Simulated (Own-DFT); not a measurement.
# Which defects push the lattice out? C40 NbSi2

Calculated, not measured: single-point runs of Own-DFT, a retired in-house plane-wave DFT program that no person has reviewed, on unrelaxed cells, without spin or spin-orbit coupling.

Method: PBE; PseudoDojo norm-conserving scalar-relativistic files; cutoff 42 hartree; 4 x 4 x 5 k mesh centred on Gamma; cold (Marzari-Vanderbilt) smearing of 0.2 eV.

Known weak points: forces on such cells failed a check on a denser k mesh; stress not checked against mesh or cutoff.

All runs share one cell, with vectors in Å (0.000, 8.324, 0.000); (-9.613, 0.000, 0.000); (0.000, 0.000, 6.586) and a volume of 527.0 Å³. u is the rms random offset of the atoms per axis. The defect's site can differ from row to row.

```
                    cell   formula   u (Å)  P (GPa)
               no defect  Nb12Si24  0.0194     1.47
               no defect  Nb12Si24  0.0440     2.30
               no defect  Nb12Si24  0.0493     2.71
two Si on a Nb site each  Nb10Si26  0.0282     1.75
two Si on a Nb site each  Nb10Si26  0.0311     1.71
two Si on a Nb site each  Nb10Si26  0.0583     3.09
two Si on a Nb site each  Nb10Si26  0.0602        ?
two Nb on a Si site each  Nb14Si22  0.0258     7.40
two Nb on a Si site each  Nb14Si22  0.0504     8.04
two Nb on a Si site each  Nb14Si22  0.0532     8.38
          one Si vacancy  Nb12Si23  0.0288     1.04
          one Si vacancy  Nb12Si23  0.0301     1.02
          one Si vacancy  Nb12Si23  0.0496     1.57
        two Nb vacancies  Nb10Si24  0.0304    -0.26
        two Nb vacancies  Nb10Si24  0.0489     0.42
        two Nb vacancies  Nb10Si24  0.0540     1.16
```

## Working it out

P = P0 + c u² + a shift for each defect gives P0 = 1.35 GPa, c = 513 ± 47 GPa/Å² and a scatter of 0.17 GPa. The shifts, and each times the cell's volume:

- two Nb on a Si site each: 5.56 ± 0.14 GPa, 18.3 eV (9.1 eV for each of its 2 sites)
- two Si on a Nb site each: -0.05 ± 0.14 GPa, -0.2 eV (-0.1 eV for each of its 2 sites) (not resolved)
- one Si vacancy: -0.85 ± 0.14 GPa, -2.8 eV
- two Nb vacancies: -1.97 ± 0.14 GPa, -6.5 eV (-3.2 eV for each of its 2 sites)

Positive is outwards. The product with the volume (160.2 GPa Å³ to the eV) is nearly free of the cell's size; divided by the bulk modulus at the cell's pressure it gives the volume that the defect adds. The atoms around the defects weren't relaxed, which would change these numbers.

## The run left out

Question: what pressure belongs in the blank (two Si on a Nb site each, u = 0.0602 Å)?

The fitted form gives 3.16 ± 0.22 GPa. Computed: 2.88 GPa.
